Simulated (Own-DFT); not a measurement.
GaP (zincblende, atoms displaced) (calculated)

A calculation, not a measurement: plane-wave PBE density functional theory by an unreviewed code, no spin, of a simulated periodic cell, stress positive in tension, free energy of the whole cell less one offset for each atom, forces on such cells passed a denser k mesh, this cell's mesh not checked; offsets are fitted by least squares, one for each functional and potential file, so energies compare only between cells with the same atoms and settings and are not formation energies; the far tail of each file's local potential was reset to the Coulomb form; each entry is a single point on an unrelaxed cell, so the pressure reflects the starting lattice, mostly measured values (interpolated for alloys), from which strain is counted, and rises with the displacements; printed positions are rounded, which can move forces by about a meV/angstrom; the program, named Own-DFT, is a retired in-house code; no spin-orbit coupling. Program: Own-DFT development build.

Common to all runs: functional PBE; potential files PseudoDojo norm-conserving, scalar-relativistic, standard set; wave cutoff 42 hartree; occupations Fermi-Dirac; smearing width 0.1 eV; k mesh 2 x 3 x 3 centred on Gamma.

(1) 
```cif
# cell vector a (Å): 16.3515 0.0000 0.0000
# cell vector b (Å): 0.0000 10.9010 0.0000
# cell vector c (Å): 0.0000 0.0000 10.9010
data_GaP
_symmetry_space_group_name_H-M 'P 1'
_symmetry_Int_Tables_number 1
_cell_length_a 16.3515
_cell_length_b 10.9010
_cell_length_c 10.9010
_cell_angle_alpha 90.000
_cell_angle_beta 90.000
_cell_angle_gamma 90.000
_cell_volume 1943.08
loop_
_atom_site_label
_atom_site_type_symbol
_atom_site_fract_x
_atom_site_fract_y
_atom_site_fract_z
_atom_site_occupancy
Ga1 Ga 0.01056 0.99657 0.99452 1
Ga2 Ga 0.00012 0.24790 0.26210 1
Ga3 Ga 0.17524 0.00256 0.23052 1
Ga4 Ga 0.17135 0.24772 0.01906 1
P1 P 0.09117 0.10706 0.12636 1
P2 P 0.08251 0.38108 0.38471 1
P3 P 0.25603 0.11957 0.38055 1
P4 P 0.25153 0.36855 0.12396 1
Ga5 Ga 0.99012 0.01973 0.51284 1
Ga6 Ga 0.00007 0.23401 0.75108 1
Ga7 Ga 0.16106 0.00297 0.74530 1
Ga8 Ga 0.16353 0.24048 0.50562 1
P5 P 0.08247 0.12366 0.63163 1
P6 P 0.09645 0.37226 0.87216 1
P7 P 0.24466 0.11559 0.87597 1
P8 P 0.25201 0.37661 0.62249 1
Ga9 Ga 0.00626 0.49334 0.00723 1
Ga10 Ga 0.99996 0.75459 0.24526 1
Ga11 Ga 0.16455 0.50132 0.24893 1
Ga12 Ga 0.17677 0.75184 0.01708 1
P9 P 0.08792 0.64278 0.11255 1
P10 P 0.08802 0.84851 0.35932 1
P11 P 0.25530 0.63280 0.38072 1
P12 P 0.26125 0.85724 0.12414 1
Ga13 Ga 0.99996 0.51925 0.50087 1
Ga14 Ga 0.00261 0.76385 0.75618 1
Ga15 Ga 0.16973 0.49549 0.73519 1
Ga16 Ga 0.16338 0.74429 0.50400 1
P13 P 0.07541 0.62581 0.62182 1
P14 P 0.08797 0.87619 0.87912 1
P15 P 0.24228 0.62421 0.88418 1
P16 P 0.24774 0.86199 0.63169 1
Ga17 Ga 0.34774 0.99402 0.00175 1
Ga18 Ga 0.34260 0.24179 0.23745 1
Ga19 Ga 0.50218 0.98740 0.25560 1
Ga20 Ga 0.50085 0.24478 0.99501 1
P17 P 0.41994 0.11426 0.11771 1
P18 P 0.40033 0.36556 0.37553 1
P19 P 0.58461 0.12409 0.37762 1
P20 P 0.58820 0.36587 0.12297 1
Ga21 Ga 0.32584 0.00391 0.50465 1
Ga22 Ga 0.32856 0.24312 0.75357 1
Ga23 Ga 0.50649 0.99155 0.76809 1
Ga24 Ga 0.51097 0.24068 0.50616 1
P21 P 0.40812 0.12399 0.62885 1
P22 P 0.41399 0.38603 0.87138 1
P23 P 0.58214 0.11511 0.86825 1
P24 P 0.58771 0.37691 0.63408 1
Ga25 Ga 0.33929 0.48731 0.01638 1
Ga26 Ga 0.31987 0.74156 0.22902 1
Ga27 Ga 0.50265 0.49909 0.24496 1
Ga28 Ga 0.50875 0.74138 0.01041 1
P25 P 0.41956 0.63418 0.10915 1
P26 P 0.41975 0.86959 0.36735 1
P27 P 0.59160 0.61562 0.36532 1
P28 P 0.58277 0.87447 0.12797 1
Ga29 Ga 0.33662 0.51242 0.50206 1
Ga30 Ga 0.32880 0.74518 0.75369 1
Ga31 Ga 0.49687 0.49983 0.75999 1
Ga32 Ga 0.50353 0.75939 0.50068 1
P29 P 0.41250 0.62640 0.61464 1
P30 P 0.41948 0.88687 0.88013 1
P31 P 0.58804 0.63546 0.86270 1
P32 P 0.57866 0.85873 0.61236 1
Ga33 Ga 0.65352 0.00751 0.01067 1
Ga34 Ga 0.66760 0.25872 0.24145 1
Ga35 Ga 0.84650 0.99712 0.24175 1
Ga36 Ga 0.83224 0.24788 0.99922 1
P33 P 0.75847 0.12114 0.12860 1
P34 P 0.75165 0.35893 0.37352 1
P35 P 0.91682 0.11687 0.37406 1
P36 P 0.90633 0.39281 0.12684 1
Ga37 Ga 0.67387 0.99952 0.48363 1
Ga38 Ga 0.65761 0.24367 0.74402 1
Ga39 Ga 0.83078 0.00665 0.75266 1
Ga40 Ga 0.82816 0.25455 0.51182 1
P37 P 0.74806 0.11507 0.62614 1
P38 P 0.73875 0.36621 0.86723 1
P39 P 0.91315 0.12577 0.86676 1
P40 P 0.91417 0.37395 0.62548 1
Ga41 Ga 0.65618 0.49331 0.99610 1
Ga42 Ga 0.68019 0.74419 0.26345 1
Ga43 Ga 0.81772 0.49954 0.23951 1
Ga44 Ga 0.83274 0.74595 0.02266 1
P41 P 0.75360 0.60766 0.12986 1
P42 P 0.76649 0.87950 0.36876 1
P43 P 0.91783 0.60870 0.37454 1
P44 P 0.92239 0.88596 0.12403 1
Ga45 Ga 0.66440 0.49216 0.50673 1
Ga46 Ga 0.65568 0.75999 0.73849 1
Ga47 Ga 0.84692 0.50295 0.75922 1
Ga48 Ga 0.83843 0.74370 0.48858 1
P45 P 0.74658 0.63849 0.62544 1
P46 P 0.74320 0.87663 0.86117 1
P47 P 0.91422 0.63687 0.86243 1
P48 P 0.91388 0.87539 0.61931 1
_calc_free_energy_of_cell_above_offsets '-37.006'  # eV
_calc_pressure 5.19  # GPa
_calc_stress_xx -5.11  # GPa
_calc_stress_yy -5.1  # GPa
_calc_stress_zz -5.38  # GPa
_calc_stress_yz 0.27  # GPa
_calc_stress_xz -1.25  # GPa
_calc_stress_xy -0.51  # GPa
```

Force:
```tsv
element	x (eV/Å)	y (eV/Å)	z (eV/Å)
Ga	-1.523	0.777	-0.273
Ga	-0.026	0.533	-0.775
Ga	1.418	-2.434	2.953
Ga	-0.857	-0.896	-2.319
P	-2.136	2.899	-0.563
P	0.164	-0.518	-0.425
P	-1.694	1.037	-2.005
P	0.482	0.654	1.804
Ga	1.125	-2.139	-0.398
Ga	0.108	2.513	0.415
Ga	1.193	-1.344	0.582
Ga	0.818	0.99	-0.686
P	-0.075	0.003	-1.215
P	-1.68	-0.768	0.655
P	0.888	0.36	0.958
P	0.358	-0.635	-0.59
Ga	-0.048	0.724	-1.362
Ga	-0.928	-1.55	-0.217
Ga	0.383	0.551	0.283
Ga	-0.735	0.319	-2.829
P	-1.783	-2.506	1.79
P	0.944	3.232	1.393
P	-1.016	-0.948	-0.769
P	-2.035	6.601	-2.97
Ga	-0.45	-2.842	0.177
Ga	-0.449	-0.321	-0.936
Ga	-0.691	1.078	0.977
Ga	0.117	0.145	-0.372
P	1.65	0.89	1.958
P	0.931	-0.689	-0.197
P	1.349	-0.958	-0.795
P	-0.594	1.533	-0.68
Ga	-3.19	0.352	-0.141
Ga	-1.296	-0.284	0.47
Ga	0.015	1.14	-0.064
Ga	-0.318	0.409	-0.515
P	1.335	1.041	1.335
P	3.134	0.938	0.413
P	0.496	-0.238	-1.577
P	-2.216	0.737	-0.634
Ga	1.39	-2.14	0.609
Ga	-0.125	0.642	0.261
Ga	-1.456	-0.613	-3.331
Ga	-2.2	0.942	0.502
P	2.066	-0.354	0.167
P	-0.278	-2.256	0.846
P	0.724	2.164	1.237
P	-2.041	0.127	-0.564
Ga	-0.649	1.255	-1.394
Ga	4.694	-3.487	4.702
Ga	-1.139	-0.41	0.262
Ga	0.331	1.523	-2.196
P	-0.991	-1.883	2.211
P	-1.85	-0.309	0.674
P	-0.933	0.414	1.23
P	1.078	-0.971	0.988
Ga	-1.301	-1.978	-1.163
Ga	0.691	-0.21	0.921
Ga	0.613	1.236	-1.561
Ga	-2.528	-3.1	-2.965
P	2.106	1.073	2.15
P	0.678	-3.748	-1.023
P	-1.19	-1.39	1.716
P	1.656	4.711	1.502
Ga	2.433	-0.501	-0.657
Ga	1.042	-2.213	1.183
Ga	-1.398	0.886	0.637
Ga	-0.223	0.856	-0.432
P	-1.436	0.052	-0.24
P	-0.655	1.678	0.291
P	-0.551	1.89	0.344
P	1.978	-2.317	-0.654
Ga	-0.236	-0.693	0.769
Ga	1.433	-0.875	0.326
Ga	-0.021	-1.603	-0.414
Ga	0.441	-1.137	-0.47
P	-0.608	1.018	-0.409
P	1.574	0.691	0.633
P	0.756	-0.396	1.861
P	1.373	0.151	0.091
Ga	1.318	0.622	-0.923
Ga	-0.384	0.473	-1.011
Ga	3.282	-2.966	4.921
Ga	0.139	0.553	-2.125
P	-4.03	3.887	-3.531
P	-1.055	-0.314	-0.046
P	-1.471	1.558	-2.337
P	0.581	-1.655	-1.326
Ga	1.489	0.868	-0.714
Ga	2.466	-0.407	0.346
Ga	-2.888	-1.029	-1.262
Ga	-0.174	-0.281	0.974
P	0.737	-1.424	-0.38
P	-0.032	0.105	2.136
P	1.321	0.562	2.965
P	0.289	0.336	0.816
```

(2) 
```cif
# cell vector a (Å): 16.3515 0.0000 0.0000
# cell vector b (Å): 0.0000 10.9010 0.0000
# cell vector c (Å): 0.0000 0.0000 10.9010
data_GaP
_symmetry_space_group_name_H-M 'P 1'
_symmetry_Int_Tables_number 1
_cell_length_a 16.3515
_cell_length_b 10.9010
_cell_length_c 10.9010
_cell_angle_alpha 90.000
_cell_angle_beta 90.000
_cell_angle_gamma 90.000
_cell_volume 1943.08
loop_
_atom_site_label
_atom_site_type_symbol
_atom_site_fract_x
_atom_site_fract_y
_atom_site_fract_z
_atom_site_occupancy
Ga1 Ga 0.00010 0.99207 0.00428 1
Ga2 Ga 0.00763 0.24057 0.25292 1
Ga3 Ga 0.16923 0.97626 0.24239 1
Ga4 Ga 0.17451 0.25146 0.99936 1
P1 P 0.08649 0.12807 0.11617 1
P2 P 0.08507 0.36758 0.36698 1
P3 P 0.25588 0.12636 0.38042 1
P4 P 0.25211 0.36410 0.11614 1
Ga5 Ga 0.99857 0.99907 0.47980 1
Ga6 Ga 0.99679 0.24445 0.73878 1
Ga7 Ga 0.16567 0.00617 0.74718 1
Ga8 Ga 0.16458 0.25634 0.49529 1
P5 P 0.07859 0.12059 0.60961 1
P6 P 0.09087 0.38231 0.88112 1
P7 P 0.25423 0.13350 0.86990 1
P8 P 0.25479 0.37775 0.62059 1
Ga9 Ga 0.99092 0.49628 0.99728 1
Ga10 Ga 0.99736 0.75527 0.24733 1
Ga11 Ga 0.15800 0.49500 0.25076 1
Ga12 Ga 0.16287 0.75359 0.99994 1
P9 P 0.07789 0.64261 0.11865 1
P10 P 0.07651 0.86719 0.36218 1
P11 P 0.24072 0.62301 0.36074 1
P12 P 0.24807 0.87961 0.13745 1
Ga13 Ga 0.00856 0.51387 0.47422 1
Ga14 Ga 0.00642 0.74345 0.74860 1
Ga15 Ga 0.17622 0.50368 0.75516 1
Ga16 Ga 0.16050 0.73907 0.49482 1
P13 P 0.08230 0.62241 0.62278 1
P14 P 0.07765 0.86698 0.88140 1
P15 P 0.24628 0.64057 0.88584 1
P16 P 0.24497 0.88127 0.63535 1
Ga17 Ga 0.32081 0.00431 0.01508 1
Ga18 Ga 0.33722 0.24717 0.24820 1
Ga19 Ga 0.49528 0.99089 0.25997 1
Ga20 Ga 0.49701 0.24358 0.00281 1
P17 P 0.42924 0.12537 0.13600 1
P18 P 0.41975 0.38403 0.37207 1
P19 P 0.59415 0.12095 0.37109 1
P20 P 0.58104 0.36839 0.11937 1
Ga21 Ga 0.33251 0.99276 0.48824 1
Ga22 Ga 0.32900 0.23446 0.75353 1
Ga23 Ga 0.50537 0.99861 0.75154 1
Ga24 Ga 0.49234 0.24780 0.46818 1
P21 P 0.41711 0.12196 0.61065 1
P22 P 0.41667 0.37315 0.88456 1
P23 P 0.58354 0.12704 0.86332 1
P24 P 0.57783 0.37273 0.62309 1
Ga25 Ga 0.34271 0.49969 0.99843 1
Ga26 Ga 0.34111 0.76454 0.23615 1
Ga27 Ga 0.50612 0.51558 0.25544 1
Ga28 Ga 0.50463 0.75660 0.00036 1
P25 P 0.41489 0.62747 0.11733 1
P26 P 0.40931 0.88148 0.36923 1
P27 P 0.59412 0.62554 0.37835 1
P28 P 0.57968 0.86841 0.13846 1
Ga29 Ga 0.32581 0.52085 0.48591 1
Ga30 Ga 0.33081 0.75251 0.75438 1
Ga31 Ga 0.50245 0.49220 0.76032 1
Ga32 Ga 0.50095 0.75119 0.49767 1
P29 P 0.41989 0.62909 0.62537 1
P30 P 0.41213 0.87474 0.86931 1
P31 P 0.58897 0.62292 0.85699 1
P32 P 0.57366 0.86799 0.61651 1
Ga33 Ga 0.66399 0.00404 0.01809 1
Ga34 Ga 0.67364 0.25214 0.25363 1
Ga35 Ga 0.83421 0.99007 0.25857 1
Ga36 Ga 0.83191 0.24372 0.00827 1
P33 P 0.75551 0.13175 0.11750 1
P34 P 0.75343 0.36483 0.37637 1
P35 P 0.92239 0.13239 0.39567 1
P36 P 0.91925 0.37059 0.14141 1
Ga37 Ga 0.67421 0.01818 0.49834 1
Ga38 Ga 0.66240 0.24244 0.72843 1
Ga39 Ga 0.82383 0.98911 0.76467 1
Ga40 Ga 0.84513 0.24287 0.51338 1
P37 P 0.75071 0.12868 0.62634 1
P38 P 0.75503 0.38896 0.87625 1
P39 P 0.91549 0.12182 0.86941 1
P40 P 0.91500 0.37491 0.63568 1
Ga41 Ga 0.66621 0.50872 0.99689 1
Ga42 Ga 0.66217 0.75110 0.25563 1
Ga43 Ga 0.84041 0.51164 0.24737 1
Ga44 Ga 0.83727 0.76005 0.99251 1
P41 P 0.75294 0.63371 0.12059 1
P42 P 0.75033 0.88796 0.37566 1
P43 P 0.90805 0.59753 0.36387 1
P44 P 0.90707 0.87702 0.13376 1
Ga45 Ga 0.66691 0.51368 0.50510 1
Ga46 Ga 0.67084 0.73188 0.73641 1
Ga47 Ga 0.84178 0.49697 0.73992 1
Ga48 Ga 0.82919 0.74706 0.49741 1
P45 P 0.76276 0.62607 0.63551 1
P46 P 0.74180 0.86317 0.87315 1
P47 P 0.90838 0.62187 0.88359 1
P48 P 0.91532 0.87743 0.62369 1
_calc_free_energy_of_cell_above_offsets '-39.350'  # eV
_calc_pressure 4.75  # GPa
_calc_stress_xx -4.88  # GPa
_calc_stress_yy -4.63  # GPa
_calc_stress_zz -4.74  # GPa
_calc_stress_yz -0.69  # GPa
_calc_stress_xz 0.24  # GPa
_calc_stress_xy 0.1  # GPa
```

Force:
```tsv
element	x (eV/Å)	y (eV/Å)	z (eV/Å)
Ga	-0.881	0.911	-0.026
Ga	-1.046	-0.165	-0.376
Ga	-2.899	4.264	2.846
Ga	-1.356	-0.272	-0.959
P	0.325	-1.353	0.537
P	-0.336	0.525	0.748
P	-1.483	-0.023	-1.15
P	0.924	1.984	1.67
Ga	0.885	-1.882	2.119
Ga	1.074	0.061	1.165
Ga	-1.083	0.325	0.654
Ga	0.964	-0.654	0.898
P	0.778	0.295	0.712
P	-1.124	-0.621	-0.736
P	-2.41	-2.577	2.102
P	-0.21	0.042	0.252
Ga	1.025	-0.175	0.675
Ga	-1.685	-1.482	-0.553
Ga	0.646	0.408	-2.16
Ga	0.305	0.726	0.776
P	-0.15	-2.311	0.502
P	1.292	0.726	1.591
P	0.857	1.37	-0.389
P	1.615	-2.7	-3.476
Ga	-0.371	-1.403	1.592
Ga	-1.944	0.242	0.161
Ga	-0.462	-0.225	-0.321
Ga	0.534	1.362	0.331
P	0.413	-0.84	0.031
P	0.934	1.251	-0.927
P	1.479	-1.638	-0.698
P	0.623	-1.251	-1.995
Ga	2.18	0.521	-1.138
Ga	0.058	0.457	0.158
Ga	1.833	1.031	-0.285
Ga	0.965	0.286	-0.884
P	-2.07	-0.744	-0.551
P	-1.567	1.426	-1.114
P	-2.065	0.415	-0.806
P	0.854	1.226	0.769
Ga	-1.001	0.797	2.475
Ga	2.777	2.604	-2.767
Ga	-1.372	-0.283	-0.747
Ga	1.625	-0.849	2.185
P	0.252	-0.134	0.695
P	0.029	-0.921	-1.495
P	0.337	-0.122	1.685
P	-0.087	0.284	-1.23
Ga	-2.258	0.088	0.163
Ga	-0.807	-1.729	0.327
Ga	-0.393	-1.293	-1.062
Ga	-0.531	-0.574	-1.398
P	1.452	0.584	0.989
P	1.257	-2.067	0.872
P	-1.9	0.77	0.057
P	0.062	0.936	-0.721
Ga	1.378	-1.221	1.331
Ga	0.01	-0.265	-0.781
Ga	-0.613	-0.133	-0.95
Ga	-1.063	-0.77	-1.069
P	-0.969	-0.566	0.035
P	0.623	1.087	1.587
P	-1.077	0.314	2.141
P	2.981	1.383	0.936
Ga	-0.196	-0.346	-1.374
Ga	-0.652	0.014	-1.236
Ga	0.109	2.887	-0.155
Ga	1.895	2.339	-2.264
P	-1.441	-2.094	2.615
P	0.771	1.603	0.958
P	-0.748	-0.225	-3.717
P	-0.04	-0.448	-1.274
Ga	-0.812	-1.759	0.857
Ga	0.206	1.716	1.671
Ga	0.799	0.765	-1.158
Ga	-2.09	1.45	0.215
P	1.463	-0.888	0.433
P	-0.489	-1.529	-0.353
P	-0.001	-0.321	0.915
P	2.202	-0.106	-2.419
Ga	0.185	-0.736	0.26
Ga	2.125	0.333	-0.565
Ga	-5.279	-4.416	-4.563
Ga	-1.173	-0.211	0.548
P	-0.397	0.014	0.603
P	-1.079	-1.923	0.764
P	4.163	6.262	4.879
P	1.788	-0.314	-1.153
Ga	1.391	-2.345	1.168
Ga	-0.952	2.063	-0.041
Ga	-1.237	0.514	2.548
Ga	1.084	0.514	-0.377
P	-0.91	-0.594	-2.074
P	-0.666	0.566	0.889
P	1.548	0.211	-1.552
P	0.298	-0.451	-0.056
```
